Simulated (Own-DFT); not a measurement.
# One host, several defects: 4H SiC

Calculated, not measured: single-point runs of Own-DFT, a retired in-house plane-wave DFT program that no person has reviewed, on unrelaxed cells, without spin or spin-orbit coupling.

Settings: PBE; PseudoDojo norm-conserving scalar-relativistic files; cutoff 42 hartree; 4 x 4 x 3 k mesh centred on Gamma; Fermi-Dirac smearing of 0.1 eV.

Known weak points (not all hold for every row): not probed for a lower state with spin; forces on such cells failed a check on a denser k mesh; forces on such cells passed a denser k mesh, each cell not checked; stress not checked against mesh or cutoff.

All runs share one cell, with vectors in Å (9.248, 0.000, 0.000); (-4.624, 8.009, 0.000); (0.000, 0.000, 10.068) and a volume of 745.7 Å³. Atoms were moved at random from their sites; u is the rms move along one axis. The defect's site can differ from row to row.

```
                                     cell     formula   u (Å)  P (GPa)
                                no defect     C36Si36  0.0296     3.71
                                no defect     C36Si36  0.0565     5.52
                                no defect     C36Si36  0.0611     6.14
                   two N on a C site each   C34N2Si36  0.0331     2.94
                   two N on a C site each   C34N2Si36  0.0469     3.83
                   two N on a C site each   C34N2Si36  0.0499     3.98
                 two Al on a Si site each  Al2C36Si34  0.0293     5.68
                 two Al on a Si site each  Al2C36Si34  0.0518     7.34
                 two Al on a Si site each  Al2C36Si34  0.0526     7.13
one C on a Si site and one Si on a C site     C36Si36  0.0315     7.86
one C on a Si site and one Si on a C site     C36Si36  0.0467     8.59
one C on a Si site and one Si on a C site     C36Si36  0.0512     8.70
                            one C vacancy     C35Si36  0.0287     3.34
                            one C vacancy     C35Si36  0.0298     3.66
                            one C vacancy     C35Si36  0.0468     4.75
                            one C vacancy     C35Si36  0.0522        ?
```

## Analysis

P = P0 + c u² + a shift for each defect gives P0 = 3.06 GPa, c = 795 ± 49 GPa/Å² and a scatter of 0.16 GPa. The shifts, and each times the cell's volume:

- one C on a Si site and one Si on a C site: 3.78 ± 0.14 GPa, 17.6 eV
- two Al on a Si site each: 1.98 ± 0.13 GPa, 9.2 eV (4.6 eV for each of its 2 sites)
- one C vacancy: -0.18 ± 0.15 GPa, -0.8 eV (not resolved)
- two N on a C site each: -1.01 ± 0.14 GPa, -4.7 eV (-2.4 eV for each of its 2 sites)

Positive is outwards. The product with the volume (160.2 GPa Å³ to the eV) is nearly free of the cell's size; divided by the bulk modulus at the cell's pressure it gives the volume that the defect adds. The atoms around the defects weren't relaxed, which would change these numbers.

## Withheld run

The question: what pressure belongs in the blank (one C vacancy, u = 0.0522 Å)?

From the fit: 5.05 ± 0.20 GPa. The calculation gave 4.96 GPa.
